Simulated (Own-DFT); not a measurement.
# One host, several defects: zincblende GaAs

Calculated, not measured: single-point runs of Own-DFT, a retired in-house plane-wave DFT program that no person has reviewed, on unrelaxed cells, without spin or spin-orbit coupling.

All runs used: PBE; PseudoDojo norm-conserving scalar-relativistic files; cutoff 42 hartree; 3 x 3 x 3 k mesh centred on Gamma; Fermi-Dirac smearing of 0.1 eV.

Limits (not all hold for every row): not probed for a lower state with spin; forces not confirmed at this smearing and k mesh; stress not checked against mesh or cutoff.

All runs share one cell, with vectors in Å (11.737, 0.000, 0.000); (0.000, 11.737, 0.000); (0.000, 0.000, 10.833) and a volume of 1492.4 Å³, strained against the parent crystal. The atoms are randomly displaced, by u rms on each axis. The defect's site can differ from row to row.

| cell | formula | u (Å) | P (GPa) |
|---|---|---|---|
| no defect | As32Ga32 | 0.0306 | 1.25 |
| no defect | As32Ga32 | 0.0524 | 1.55 |
| no defect | As32Ga32 | 0.0543 | 1.55 |
| one P on an As site | As31Ga32P | 0.0295 | 0.99 |
| one P on an As site | As31Ga32P | 0.0297 | 0.99 |
| one P on an As site | As31Ga32P | 0.0326 | 1.05 |
| one Al on a Ga site | AlAs32Ga31 | 0.0295 | 1.21 |
| one Al on a Ga site | AlAs32Ga31 | 0.0329 | 1.23 |
| one Al on a Ga site | AlAs32Ga31 | 0.0499 | ? |
| one Al on a Ga site | AlAs32Ga31 | 0.0514 | 1.57 |
| one In on a Ga site | As32Ga31In | 0.0454 | 2.14 |
| one In on a Ga site | As32Ga31In | 0.0505 | 2.20 |
| one In on a Ga site | As32Ga31In | 0.0543 | 2.07 |
| one As vacancy and one Ga vacancy | As31Ga31 | 0.0310 | 0.96 |
| one As vacancy and one Ga vacancy | As31Ga31 | 0.0313 | 0.99 |
| one As vacancy and one Ga vacancy | As31Ga31 | 0.0482 | 1.22 |

## What the rows give

P = P0 + c u² + a shift for each defect gives P0 = 1.08 GPa, c = 165 ± 26 GPa/Å² and a scatter of 0.06 GPa. The shifts, and each times the cell's volume:

- one In on a Ga site: 0.64 ± 0.05 GPa, 5.9 eV
- one Al on a Ga site: 0.00 ± 0.06 GPa, 0.0 eV (not resolved)
- one P on an As site: -0.23 ± 0.06 GPa, -2.1 eV
- one As vacancy and one Ga vacancy: -0.26 ± 0.06 GPa, -2.4 eV

Positive is outwards. The product with the volume (160.2 GPa Å³ to the eV) is nearly free of the cell's size; divided by the bulk modulus at the cell's pressure it gives the volume that the defect adds. The atoms around the defects weren't relaxed, which would change these numbers.

## The run left out

Q: what pressure belongs in the blank (one Al on a Ga site, u = 0.0499 Å)?

The fit gives 1.49 ± 0.08 GPa. The hidden result is 1.51 GPa.
